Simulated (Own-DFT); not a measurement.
# How strain changes the stress of C40 NbSi2, 36 atoms (Nb12Si24)

These are calculations, not measurements. The program, named Own-DFT, is a retired in-house plane-wave density functional code that no person has reviewed. Each row is one single-point run on a periodic cell that was not relaxed, without spin or spin-orbit coupling.

Settings of every run: PBEsol; PseudoDojo norm-conserving scalar-relativistic files, made for PBE; cutoff 42 hartree; 4 x 4 x 5 k mesh centred on Gamma; cold (Marzari-Vanderbilt) smearing of 0.2 eV.

Known limits: forces on such cells failed a check on a denser k mesh; stress not checked against mesh or cutoff.

Unstrained cell vectors in Å: (0.000, 8.324, 0.000); (-9.613, 0.000, 0.000); (0.000, 0.000, 6.586). The unstrained cell was taken from the Materials Project. The random moves and any unrelaxed bonds add to the pressure at no strain. Each run strains this cell uniformly, with the atoms carried along. Every atom was also moved at random, by a Gaussian of width 0.05 Å on each axis. Strain is the symmetric tensor, in per cent. Stress is positive in tension, and the pressure is minus a third of its trace.

| run | e_xx (%) | e_yy (%) | e_zz (%) | e_yz (%) | e_xz (%) | e_xy (%) | s_xx (GPa) | s_yy (GPa) | s_zz (GPa) | s_yz (GPa) | s_xz (GPa) | s_xy (GPa) | P (GPa) | E (meV/atom) |
|---|---|---|---|---|---|---|---|---|---|---|---|---|---|---|
| 1 | -0.51 | -0.53 | -1.66 | 1.66 | 0.65 | 1.73 | -2.70 | -2.64 | -9.54 | 6.00 | 1.41 | 5.40 | 4.96 | 15.0 |
| 2 | 1.37 | 0.49 | 0.73 | -1.41 | 0.71 | 1.82 | 6.18 | 4.29 | 4.72 | -4.55 | 2.27 | 4.77 | -5.06 | 11.5 |
| 3 | 1.69 | 1.60 | -0.93 | -1.52 | 0.60 | -0.01 | 7.35 | 7.73 | -2.18 | -4.66 | 2.17 | -0.16 | -4.30 | 7.5 |
| 4 | -0.86 | 1.58 | 1.26 | 1.89 | -0.15 | 1.43 | -0.09 | 7.19 | 4.97 | 5.60 | 0.12 | 3.43 | -4.02 | 17.2 |
| 5 | -0.32 | 1.44 | -0.33 | 1.25 | -0.55 | 1.97 | 0.63 | 5.91 | -0.97 | 4.18 | -0.75 | 5.77 | -1.86 | 6.5 |
| 6 | 1.23 | 0.21 | 1.58 | 0.46 | 0.21 | 0.80 | 6.64 | 3.93 | 7.40 | 1.96 | 0.25 | 2.70 | -5.99 | 7.9 |
| 7 | -0.55 | 0.19 | 0.79 | 0.76 | 1.90 | -0.45 | -0.14 | 2.12 | 2.26 | 2.61 | 4.99 | -1.05 | -1.41 | 11.0 |
| 8 | 1.12 | 1.71 | -1.99 | 0.62 | 0.66 | 0.22 | 5.30 | 6.49 | -7.61 | 2.29 | 2.27 | 1.16 | -1.39 | 9.7 |
| 9 | 1.92 | 0.20 | 1.14 | -1.17 | 1.09 | 1.12 | 8.07 | 4.58 | 5.90 | -3.50 | 3.46 | 3.27 | -6.18 | 12.6 |
| 10 | 1.85 | 1.96 | -1.71 | -0.40 | -1.00 | -0.29 | 7.79 | 7.63 | -6.01 | -1.14 | -2.25 | -0.89 | -3.14 | 23.5 |
| 11 | 1.14 | -1.79 | 0.62 | 1.09 | -0.11 | -0.85 | 4.36 | -4.61 | 1.64 | 3.09 | -0.28 | -2.69 | -0.47 | 14.6 |
| 12 | 1.57 | 0.70 | 0.67 | -1.92 | 0.03 | 0.16 | 8.02 | 5.21 | 4.28 | -5.61 | 0.70 | 0.26 | -5.84 | 3.7 |
| 13 | -1.76 | 0.36 | -1.18 | 0.07 | -0.78 | 1.41 | -6.02 | 0.68 | -7.07 | 0.64 | -2.92 | 4.62 | 4.13 | 0.0 |
| 14 | 1.89 | -0.43 | 1.91 | 0.69 | 1.50 | 0.65 | 8.56 | 2.97 | 8.67 | 2.17 | 3.89 | 1.66 | -6.73 | 8.8 |
| 15 | 0.86 | -1.44 | 1.72 | -0.17 | -1.82 | 1.32 | 4.83 | -2.52 | 6.31 | 0.09 | -5.19 | 4.05 | -2.87 | 10.2 |
| 16 | 1.67 | -0.44 | 0.22 | -1.64 | -1.07 | -0.35 | ? | ? | ? | ? | ? | ? | ? | ? |

E is the free energy for each atom above the lowest run shown.

## Worked fit

Each stress component was fitted by least squares to a constant and the strains of the runs shown, as fractions, with shears doubled. Shear strains stay in the fit of a normal stress only where such slopes are resolved. The slopes, in GPa:

```
stress  at no strain  per e_xx  per e_yy  per e_zz  scatter
  s_xx           1.0   356 ± 9   69 ± 11    69 ± 9     0.41
  s_yy           1.1    66 ± 8  372 ± 10    87 ± 8     0.37
  s_zz          -0.9    82 ± 9   80 ± 11   452 ± 9     0.40
```

Each shear stress against twice its own strain: yz 154 ± 5, xz 134 ± 6, xy 145 ± 7 GPa. These are stiffnesses along x, y and z of the frame in which the cell vectors are given, which need not be the crystal's axes. The atoms are held to the strained lattice; where symmetry lets them move under strain, relaxing them would lower some slopes. The table should be nearly symmetric about its diagonal, and what it lacks of that shows the noise. A ninth of its sum, 181 ± 6 GPa, estimates the bulk modulus near the mean pressure of these runs, -2.7 GPa.

## Withheld run

Question: what normal stresses and pressure should run 16 give?

The fit gives s_xx = 6.8, s_yy = 0.7, s_zz = 1.1 and P = -2.9 GPa. The calculation gave 7.05, 1.07, 1.82 and P = -3.31 GPa.
